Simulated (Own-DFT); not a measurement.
# Composition and what it changes: diamond-structure SiGe

These are calculations, not measurements. The program, named Own-DFT, is a retired in-house plane-wave density functional code that no person has reviewed. Each row is one single-point run on a periodic cell that was not relaxed, without spin or spin-orbit coupling.

Settings of every run: PBE; PseudoDojo norm-conserving scalar-relativistic files; cutoff 42 hartree; 5 x 5 x 5 k mesh centred on Gamma; Fermi-Dirac smearing of 0.1 eV.

Known limits, some of them of some rows only: forces on such cells failed a check on a denser k mesh; forces on such cells moved up to 12 meV/angstrom on a denser k mesh; forces on such cells passed a denser k mesh, each cell not checked; stress not checked against mesh or cutoff.

Each cell has 16 atoms, with Ge and Si placed at random on their shared sites; x is the share of Ge. Lattice constants follow the straight line between measured values of the end members, and atoms start on the ideal sites of that lattice. Every atom was also moved at random, by a Gaussian of width 0.03 Å on each axis. u is the rms move along one axis. dE is the free energy for each Ge or Si site above the straight-line part, a + b x, of the fit below.

```
    x     cell   u (Å)  volume (Å³/atom)  P (GPa)  dE (meV/site)
0.125  Ge2Si14  0.0281            20.340     2.19            9.0
0.125  Ge2Si14  0.0254            20.340     2.14            3.7
0.125  Ge2Si14  0.0285            20.340     2.18            5.4
0.125  Ge2Si14  0.0257            20.340     2.17            5.4
0.250  Ge4Si12  0.0274            20.659     2.27           11.0
0.250  Ge4Si12  0.0314            20.659     2.41           19.7
0.250  Ge4Si12  0.0243            20.659     2.25            7.7
0.250  Ge4Si12  0.0322            20.659     2.35           15.1
0.500   Ge8Si8  0.0292            21.306        ?              ?
0.750  Ge12Si4  0.0375            21.966     3.50           27.9
0.750  Ge12Si4  0.0325            21.966     3.28           17.8
0.750  Ge12Si4  0.0317            21.966     3.33           18.0
0.750  Ge12Si4  0.0327            21.966     3.28           16.6
0.875  Ge14Si2  0.0359            22.302     3.66           13.9
0.875  Ge14Si2  0.0309            22.302     3.57            7.7
0.875  Ge14Si2  0.0262            22.302     3.62            7.3
0.875  Ge14Si2  0.0273            22.302     3.60            6.2
```

## Worked fit

Fit E = a + b x + W x (1 - x) + k (u² - 0.03²) to the rows shown. It gives W = 80 ± 16 meV/site and k = 19 ± 3 eV/Å², with a scatter of 2.2 meV/site. Part of W is bond strain that relaxing the atoms would remove. The pressures follow P = 1.99 + 1.23 x + 0.73 x² GPa, with a scatter of 0.07.

## Withheld member

Question: what pressure and dE should the cell at x = 0.500 give?

The fits give 2.8 GPa and 19 meV/site. The calculation gave 2.77 GPa and 29.8 meV/site. This run lies off the fit, by chance or by something that the fit leaves out.
